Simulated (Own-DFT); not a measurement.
# How strain changes the stress of diamond-structure SiGeSn with randomly placed atoms, 64 atoms (Ge44Si16Sn4)

All numbers below are calculated, not measured. They come from Own-DFT, an in-house plane-wave density functional program, since retired, whose code no person has reviewed. Each row is one single-point run on a periodic cell that was not relaxed, without spin or spin-orbit coupling.

Settings of every run: PBE; PseudoDojo norm-conserving scalar-relativistic files; cutoff 49 hartree; 3 x 3 x 3 k mesh centred on Gamma; Fermi-Dirac smearing of 0.1 eV.

Known limits: forces on such cells moved up to 12 meV/angstrom on a denser k mesh; stress not checked against mesh or cutoff.

Unstrained cell vectors in Å: (11.306, 0.000, 0.000); (0.000, 11.306, 0.000); (0.000, 0.000, 11.306). The unstrained cell has measured lattice constants (interpolated for alloys), not those of this functional. That, the random moves and any unrelaxed bonds set the pressure at no strain. Each run strains this cell uniformly, with the atoms carried along. Every atom was also moved at random, by a Gaussian of width 0.05 Å on each axis. The random placing of the alloy's atoms differs from row to row. Strain is the symmetric tensor, in per cent. Stress is positive in tension, and the pressure is minus a third of its trace.

```
run,e_xx (%),e_yy (%),e_zz (%),s_xx (GPa),s_yy (GPa),s_zz (GPa),P (GPa),E (meV/atom)
1,3.00,3.00,0.00,0.69,0.73,-1.20,-0.07,0.0
2,-2.25,-2.25,0.00,-8.67,-8.62,-7.11,8.13,56.4
3,-0.75,-0.75,0.00,-5.84,-5.92,-5.38,5.72,52.1
4,1.75,1.75,0.00,-1.33,-1.48,-2.63,1.81,28.8
5,-1.75,-1.75,0.00,-7.82,-7.79,-6.71,7.44,61.7
6,1.50,1.50,0.00,-1.80,-1.76,-2.70,2.09,22.0
7,-1.00,-1.00,0.00,-6.07,-6.04,-5.30,5.80,31.5
8,-2.75,-2.75,0.00,-10.26,-10.13,-7.81,9.40,83.2
9,2.75,2.75,0.00,?,?,?,?,?
```

E is the free energy for each atom above the lowest run shown.

## Worked fit

The change of volume is close to e_xx + e_yy + e_zz. A straight line through the runs shown gives P = 4.62 - 80 x (fractional change of volume) GPa, with an error of 2 on the slope and a scatter of 0.26 GPa. The strain isn't the same on all axes, but the crystal is cubic, so the slope still estimates the bulk modulus, averaged over pressures from -0.1 to 9.4 GPa.

## Withheld run

Question: what pressure should run 9 give? Its volume changes by 5.58 %.

The line gives 0.1 GPa. The calculation gave 0.44 GPa.
